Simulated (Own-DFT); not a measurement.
# Response to strain: wurtzite AlN, 128 atoms (Al64N64)

Calculated results; nothing here was measured. The program, named Own-DFT, is a retired in-house plane-wave density functional code that no person has reviewed. Each row is one single-point run on a periodic cell that was not relaxed, without spin or spin-orbit coupling.

Settings of every run: PBE; PseudoDojo norm-conserving scalar-relativistic files; cutoff 42 hartree; 3 x 3 x 3 k mesh centred on Gamma; Gaussian smearing of 0.01 eV.

Known limits: k mesh not checked against a denser one; stress not checked against mesh or cutoff.

Unstrained cell vectors in Å: (12.448, 0.000, 0.000); (-6.224, 10.780, 0.000); (0.000, 0.000, 9.964). The unstrained cell has measured lattice constants (interpolated for alloys), not those of this functional. That, the random moves and any unrelaxed bonds set the pressure at no strain. Each run strains this cell uniformly, with the atoms carried along. Every atom was also moved at random, by a Gaussian of width 0.05 Å on each axis. Strain is the symmetric tensor, in per cent. Stress is positive in tension, and the pressure is minus a third of its trace.

```
run  e_xx (%)  e_yy (%)  e_zz (%)  e_yz (%)  e_xz (%)  e_xy (%)  s_xx (GPa)  s_yy (GPa)  s_zz (GPa)  s_yz (GPa)  s_xz (GPa)  s_xy (GPa)  P (GPa)  E (meV/atom)
  1     -0.70      1.59     -0.81     -0.37     -0.01      0.88       -7.66       -0.39       -8.53       -0.93        0.82        3.33     5.53          15.7
  2      1.27      0.72     -0.72     -1.76      0.07      0.32        0.13       -2.69       -6.72       -4.44        0.38        1.32     3.09          14.3
  3     -0.78      1.32      1.50      1.43     -0.21     -1.02       -5.16       -0.29        1.30        3.28       -0.81       -3.43     1.38           0.0
  4     -1.78     -0.43     -0.72     -1.71     -0.19      1.53      -17.09      -10.61      -10.64       -4.36       -0.02        5.00    12.78          47.2
  5      1.82      1.18     -0.26      0.79      0.31     -1.94        1.81        0.98       -3.30        1.80        0.73       -6.51     0.17          13.9
  6      0.57      0.70     -1.33     -0.13     -0.17      1.99       -5.65       -1.63      -10.69       -0.34       -0.78        6.38     5.99          27.5
  7     -0.62     -1.33      1.99     -1.66      0.95     -1.43      -10.33      -10.52        1.21       -4.44        2.61       -5.12     6.55          41.5
  8     -1.98      0.61     -0.62     -0.61     -0.31      1.24      -14.65       -5.86      -10.43       -2.31       -0.72        2.15    10.32          35.5
  9     -0.69      0.61      1.25      1.06     -0.69      1.13       -6.53       -2.19       -1.20        2.71       -1.13        3.64     3.31           5.0
 10     -1.36      1.55     -1.76      0.91      0.84      0.75      -11.30       -0.38      -16.06        1.74        2.35        1.45     9.25          32.3
 11      1.25     -1.38      1.61      0.49      0.54      0.18        0.05      -10.64        1.94        1.92        1.24        0.82     2.88           6.9
 12     -1.80     -0.68      0.62     -0.57     -1.37     -1.59      -15.58      -10.09       -4.83       -0.87       -3.45       -5.86    10.16          32.3
 13      0.63     -1.59     -0.42      0.27      0.72     -0.10       -5.67      -12.16       -8.19        0.29        1.72       -0.11     8.68          24.0
 14     -0.37     -0.69      0.90     -1.27      0.71     -1.03       -8.90       -8.79       -1.53       -3.65        2.18       -3.48     6.41          22.2
 15      0.15     -1.84      0.70      1.15      1.52      1.09       -7.87      -13.67       -2.95        3.16        3.90        3.93     8.16          29.7
 16     -1.13      0.13      0.22     -1.40      1.50      1.71           ?           ?           ?           ?           ?           ?        ?             ?
```

E is the free energy for each atom above the lowest run shown.

## Worked fit

Each stress component was fitted by least squares to a constant and the strains of the runs shown, as fractions, with shears doubled. Shear strains stay in the fit of a normal stress only where such slopes are resolved. The slopes, in GPa:

```
stress,at no strain,per e_xx,per e_yy,per e_zz,scatter
s_xx,-6.5,450 ± 24,171 ± 27,126 ± 28,1.07
s_yy,-5.8,93 ± 17,445 ± 20,52 ± 20,0.77
s_zz,-5.6,123 ± 18,58 ± 20,458 ± 21,0.80
```

Each shear stress against twice its own strain: yz 128 ± 5, xz 132 ± 8, xy 170 ± 8 GPa. These are stiffnesses along x, y and z of the frame in which the cell vectors are given, which need not be the crystal's axes. The atoms are held to the strained lattice; where symmetry lets them move under strain, relaxing them would lower some slopes. The table should be nearly symmetric about its diagonal, and what it lacks of that shows the noise. A ninth of its sum, 220 ± 4 GPa, estimates the bulk modulus near the mean pressure of these runs, 6.3 GPa, so it lies above the value at zero pressure.

## Withheld run

Question: what normal stresses and pressure should run 16 give?

The fit gives s_xx = -11.1, s_yy = -6.2, s_zz = -5.9 and P = 7.7 GPa. The calculation gave -9.93, -7.19, -6.39 and P = 7.84 GPa.
